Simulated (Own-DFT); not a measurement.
# Strain and stress in diamond-structure SiGeSn with randomly placed atoms, 64 atoms (Ge44Si16Sn4)

Calculated results; nothing here was measured. They come from Own-DFT, an in-house plane-wave density functional program, since retired, whose code no person has reviewed. Each row is one single-point run on a periodic cell that was not relaxed, without spin or spin-orbit coupling.

Settings of every run: PBE; PseudoDojo norm-conserving scalar-relativistic files; cutoff 49 hartree; 3 x 3 x 3 k mesh centred on Gamma; Fermi-Dirac smearing of 0.1 eV.

Known limits: forces on such cells moved up to 12 meV/angstrom on a denser k mesh; stress not checked against mesh or cutoff.

Unstrained cell vectors in Å: (11.306, 0.000, 0.000); (0.000, 11.306, 0.000); (0.000, 0.000, 11.306). The unstrained cell has measured lattice constants (interpolated for alloys), not those of this functional. That, the random moves and any unrelaxed bonds set the pressure at no strain. Each run strains this cell uniformly, with the atoms carried along. Every atom was also moved at random, by a Gaussian of width 0.05 Å on each axis. The random placing of the alloy's atoms differs from row to row. Strain is the symmetric tensor, in per cent. Stress is positive in tension, and the pressure is minus a third of its trace.

| run | e_xx (%) | e_yy (%) | e_zz (%) | s_xx (GPa) | s_yy (GPa) | s_zz (GPa) | P (GPa) | E (meV/atom) |
|---|---|---|---|---|---|---|---|---|
| 1 | -0.75 | -0.75 | 0.00 | -5.64 | -5.46 | -5.15 | 5.42 | 19.5 |
| 2 | 1.50 | 1.50 | 0.00 | -1.78 | -1.80 | -2.71 | 2.10 | 8.1 |
| 3 | -1.75 | -1.75 | 0.00 | -8.32 | -7.89 | -6.91 | 7.71 | 69.1 |
| 4 | -1.00 | -1.00 | 0.00 | -6.47 | -6.36 | -5.79 | 6.21 | 47.3 |
| 5 | -2.50 | -2.50 | 0.00 | -9.43 | -9.40 | -7.70 | 8.84 | 62.3 |
| 6 | 3.00 | 3.00 | 0.00 | 0.61 | 0.54 | -1.27 | 0.04 | 0.0 |
| 7 | 0.50 | 0.50 | 0.00 | -3.33 | -3.25 | -3.70 | 3.43 | 4.6 |
| 8 | -0.25 | -0.25 | 0.00 | -4.73 | -4.67 | -4.56 | 4.65 | 17.4 |
| 9 | 2.00 | 2.00 | 0.00 | ? | ? | ? | ? | ? |

E is the free energy for each atom above the lowest run shown.

## Worked fit

The change of volume is close to e_xx + e_yy + e_zz. A straight line through the runs shown gives P = 4.57 - 81 x (fractional change of volume) GPa, with an error of 4 on the slope and a scatter of 0.34 GPa. The strain isn't the same on all axes, but the crystal is cubic, so the slope still estimates the bulk modulus, averaged over pressures from 0.0 to 8.8 GPa.

## Withheld run

Question: what pressure should run 9 give? Its volume changes by 4.04 %.

The line gives 1.3 GPa. The calculation gave 1.45 GPa.
